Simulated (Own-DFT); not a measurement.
Si$_{4}$SnGe$_{11}$ (diamond-structure random alloy, strained, atoms displaced) (calculated)

A calculation, not a measurement: plane-wave density functional theory by an unreviewed code, no spin, of a simulated periodic cell, stress positive in tension, run twice, with PBE and with PBEsol, both on files made for PBE, so the change isn't that of files made for PBEsol, forces on such cells moved up to 12 meV/angstrom on a denser k mesh; the far tail of each file's local potential was reset to the Coulomb form; each entry is a single point on an unrelaxed cell, so the pressure reflects the starting lattice, mostly measured values (interpolated for alloys), from which strain is counted, and rises with the displacements; printed positions are rounded, which can move forces by about a meV/angstrom; the program, named Own-DFT, is a retired in-house code; no spin-orbit coupling; stress was not checked against mesh or cutoff. Program: Own-DFT development build.

```xyz
64
Lattice="11.5325 0.0000 0.0000 0.0000 11.5325 0.0000 0.0000 0.0000 11.3064" Properties=species:S:1:pos:R:3:PBE_force_x:R:1:PBE_force_y:R:1:PBE_force_z:R:1:PBEsol_force_x:R:1:PBEsol_force_y:R:1:PBEsol_force_z:R:1 formula=Si4SnGe11 functional=PBE,then_PBEsol potential_files=PseudoDojo_norm-conserving,scalar-relativistic,standard_set wave_cutoff=49 occupations=Fermi-Dirac smearing_width=0.1 k_mesh=3_x_3_x_3_centred_on_Gamma PBE_pressure=1.55 PBE_stress_xx=-1.16 PBE_stress_yy=-1.04 PBE_stress_zz=-2.44 PBE_stress_yz=-0.21 PBE_stress_xz=0.25 PBE_stress_xy=0.73 PBEsol_pressure=-0.94 PBEsol_stress_xx=1.32 PBEsol_stress_yy=1.44 PBEsol_stress_zz=0.05 PBEsol_stress_yz=-0.22 PBEsol_stress_xz=0.23 PBEsol_stress_xy=0.71 rms_change_of_force_components_from_PBE_to_PBEsol=0.05
Ge    11.5134     0.0009    11.2669      1.417     -0.466     -0.099      1.326     -0.418      -0.07
Ge    11.4739     2.9485     2.8418      0.907      -0.08      0.411      0.834     -0.121      0.366
Ge     2.8812    11.4967     2.7921      0.298      0.782      0.064      0.279      0.753      0.074
Ge     2.8596     2.8116    11.2988     -0.111      0.785     -0.211     -0.112      0.762     -0.142
Ge     1.3805     1.4712     1.4449      0.021     -0.474     -0.109      0.023     -0.461     -0.115
Si     1.4740     4.2995     4.2848     -0.971      1.371     -0.484     -0.953      1.265     -0.468
Ge     4.2932     1.5101     4.2554     -0.052      -0.31     -0.421     -0.038     -0.311     -0.409
Ge     4.3039     4.2710     1.4525     -0.521      0.513      0.467      -0.46       0.47       0.43
Ge    11.5040     0.0265     5.6429     -0.187      -0.32      0.309     -0.145     -0.265       0.27
Ge     0.1000     2.7557     8.5063     -1.333      1.964     -0.051     -1.289      1.828     -0.061
Si     2.8565    11.5318     8.4235      -0.79      1.419      1.729     -0.774      1.402      1.623
Ge     2.7912     2.9470     5.6623      0.747     -0.581      0.403      0.761     -0.611      0.432
Ge     1.3818     1.4600     7.0720      1.076     -0.999     -0.542      1.004     -0.932     -0.545
Si     1.4429     4.2827     9.8236     -0.042      0.349      0.758      -0.04      0.337      0.738
Si     4.2821     1.4451     9.9093      0.235     -0.487     -0.898      0.225     -0.476     -0.809
Ge     4.3337     4.2548     7.1570      0.075        0.4     -0.228      0.012      0.401     -0.225
Ge    11.4616     5.7987    11.2895      0.349     -1.196      0.129      0.303     -1.122      0.137
Si     0.0724     8.6590     2.8751     -0.682      0.316     -0.225     -0.665      0.312     -0.224
Si     2.8596     5.7977     2.9482     -0.025     -0.348     -0.761      0.019       -0.3     -0.779
Ge     2.8594     8.5204     0.0002      0.316      1.392     -0.236      0.328      1.316     -0.213
Ge     1.3762     7.2582     1.3968      0.134      -0.96      1.033      0.145     -0.927      0.932
Ge     1.4858    10.1542     4.2452     -0.654     -0.512     -0.091     -0.633      -0.43     -0.097
Ge     4.3628     7.2674     4.2534     -0.076     -0.303      0.426     -0.076     -0.287      0.415
Ge     4.3533    10.0467     1.4246      -0.13     -0.432     -0.077     -0.151     -0.383       -0.1
Si    11.5152     5.7536     5.6566      0.372     -0.209      0.158      0.368     -0.132      0.148
Sn     0.0466     8.5630     8.4450     -2.812       3.08      2.732     -2.722      2.917      2.652
Ge     2.8757     5.7756     8.5072     -0.528     -0.381     -0.355     -0.473     -0.333     -0.361
Si     2.8265     8.7265     5.6159     -0.695     -1.642     -0.612     -0.682     -1.607     -0.602
Ge     1.3618     7.3072     7.1261      3.424     -3.625     -4.034      3.317     -3.511     -3.857
Si     1.5526    10.0670     9.8507      0.015      0.864      0.801     -0.019      0.801      0.824
Ge     4.2761     7.2304     9.8272      0.251     -1.212      1.388      0.223     -1.174      1.346
Sn     4.2403    10.0920     7.0575     -0.341      0.999     -1.074     -0.241      0.966     -1.053
Ge     5.7295    11.4978    11.2708      0.104      0.233      -0.18      0.099      0.219     -0.116
Ge     5.8156     2.8469     2.7925     -0.227      0.133      0.244     -0.225      0.137      0.232
Ge     8.6893    11.4930     2.8310      0.107      0.246     -0.273      0.103      0.246      -0.27
Ge     8.6280     2.9815    11.2778      2.298     -3.708      1.598      2.237     -3.589      1.573
Ge     7.2534     1.4317     1.3457     -0.054     -0.389      0.222     -0.058     -0.365      0.225
Ge     7.2305     4.3149     4.2427     -0.658      0.375      0.363     -0.608      0.328      0.316
Ge    10.1155     1.5029     4.2563     -0.327     -0.681     -0.261     -0.317      -0.66     -0.251
Ge    10.0022     4.1992     1.4097      0.752      1.739       0.18      0.713      1.684      0.173
Ge     5.7388     0.0058     5.5990      0.306      0.724     -0.373      0.301      0.706     -0.358
Si     5.8009     2.8469     8.5209      -1.43     -0.912     -0.236     -1.367     -0.863     -0.267
Ge     8.5838    11.4811     8.4717     -0.038        0.3      0.513     -0.038      0.341      0.496
Ge     8.6171     2.8157     5.6471      0.326      0.924      0.446      0.289      0.867      0.395
Ge     7.1165     1.4635     7.0516      0.287     -0.475      0.218      0.314     -0.495      0.165
Sn     7.2832     4.2657     9.9302     -2.998      1.608     -0.929     -2.855       1.61      -0.86
Ge    10.1748     1.4192     9.9141      -1.43       0.21     -0.338     -1.361      0.201     -0.322
Si    10.0725     4.3552     7.0061      0.157     -0.333      0.654      0.107     -0.361      0.673
Ge     5.7609     5.7734     0.1432     -0.871      0.411     -0.688     -0.833      0.391     -0.663
Si     5.8353     8.6698     2.8191     -0.291     -0.163      0.104     -0.288     -0.155      0.101
Ge     8.6013     5.7545     2.7646      0.573      0.163      0.566       0.55      0.142      0.541
Ge     8.6091     8.7056    11.1972       0.29     -0.059      0.837      0.323     -0.111       0.84
Ge     7.2444     7.2604     1.3907     -0.248      0.322      0.237     -0.215      0.267      0.198
Ge     7.1988    10.0729     4.2620      0.236      -0.04     -0.256      0.221      0.027     -0.247
Ge    10.1073     7.2075     4.2697     -0.097      0.205     -0.263     -0.119      0.177     -0.283
Ge    10.1626    10.0930     1.3246     -0.334     -0.703      0.998     -0.349     -0.641      0.937
Si     5.7573     5.7343     5.7918      -0.03      -0.03     -0.977      -0.03     -0.031     -0.949
Sn     5.8227     8.6203     8.3936     -0.956      0.442      2.133     -0.972      0.376      2.033
Ge     8.5784     5.7858     8.5492      1.513      0.509     -2.194      1.444      0.528     -2.084
Si     8.6518     8.7138     5.6630      0.338     -0.329      0.521      0.296      -0.35      0.478
Ge     7.1576     7.2235     7.1109      2.636     -2.085      -2.61      2.551     -2.018     -2.462
Si     7.1183    10.0006     9.9098      1.017       1.84      0.425      0.999      1.805      0.425
Ge     9.9944     7.1706     9.9144     -0.024     -0.045       0.19     -0.032      -0.05      0.188
Si    10.0766    10.1531     7.1203     -0.614      -0.13     -1.173     -0.571      -0.09     -1.117
```

Units: wave_cutoff in hartree; smearing_width in eV; PBE_pressure, PBE_stress_xx, PBE_stress_yy, PBE_stress_zz, PBE_stress_yz, PBE_stress_xz, PBE_stress_xy, PBEsol_pressure, PBEsol_stress_xx, PBEsol_stress_yy, PBEsol_stress_zz, PBEsol_stress_yz, PBEsol_stress_xz, PBEsol_stress_xy in GPa; rms_change_of_force_components_from_PBE_to_PBEsol, PBE_force_x, PBE_force_y, PBE_force_z, PBEsol_force_x, PBEsol_force_y, PBEsol_force_z in eV/Å.
